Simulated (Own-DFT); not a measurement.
# Biaxial strain at fixed height in wurtzite AlGaN with randomly placed atoms, 72 atoms (Al9Ga27N36)

The numbers are computed, not measured, by runs of the plane-wave DFT program Own-DFT (in-house, retired, unreviewed) at fixed positions, with no spin and no spin-orbit coupling.

Settings: PBE; PseudoDojo norm-conserving scalar-relativistic files (stringent for Ga); cutoff 96 hartree; 4 x 4 x 3 k mesh centred on Gamma; Gaussian smearing of 0.01 eV.

Caveats: forces on such cells passed a denser k mesh, each cell not checked; stress not checked against mesh or cutoff.

Unstrained cell vectors in Å: (9.509, 0.000, 0.000); (-4.755, 8.235, 0.000); (0.000, 0.000, 10.268). The unstrained cell has measured lattice constants (interpolated for alloys), not those of this functional. That, the random moves and any unrelaxed bonds set the pressure at no strain. Each run strains x and y alike by e, as a substrate would, and holds the height along z. Each atom got a random Gaussian move of width 0.05 Å along each axis. The random placing of the alloy's atoms differs from row to row. Stress is positive in tension.

| e (%) | u (Å) | (s_xx + s_yy)/2 (GPa) | s_zz (GPa) |
|---|---|---|---|
| -3.00 | 0.049 | -27.27 | -10.59 |
| -2.50 | 0.049 | ? | ? |
| -1.00 | 0.049 | -12.43 | -9.45 |
| -0.75 | 0.048 | -11.33 | -7.45 |
| -0.50 | 0.051 | -10.00 | -6.70 |
| -0.25 | 0.047 | -8.11 | -6.86 |
| 0.50 | 0.049 | -4.06 | -7.52 |
| 1.00 | 0.053 | -2.25 | -4.84 |
| 1.75 | 0.052 | 0.91 | -3.60 |
| 3.00 | 0.048 | 7.11 | -3.88 |

## Worked fit

With e as a fraction, the in-plane stress is -7.0 + 560 e - 3562 e² GPa (errors 11 and 505, scatter 0.53), and s_zz is -6.9 + 126 e GPa (slope ± 20, scatter 0.97). At e = 0 the first slope is C11 + C12 and the second 2 C13, both with the ions held to the strained lattice and at the cell's own pressure. The term in e² is negative: the layer stiffens under compression and softens under tension. A free layer would change its height as e changes, and the in-plane slope would drop by 2 C13²/C33 to the biaxial modulus. At fixed height, a misfit of 1 % moves the in-plane stress by about 5.6 GPa and s_zz by 1.3 GPa.

## Check

Question: what are the two stresses at e = -2.50 %?

Estimate: -23.2 and -10.0 GPa. The calculation gave -22.26 and -12.58 GPa.
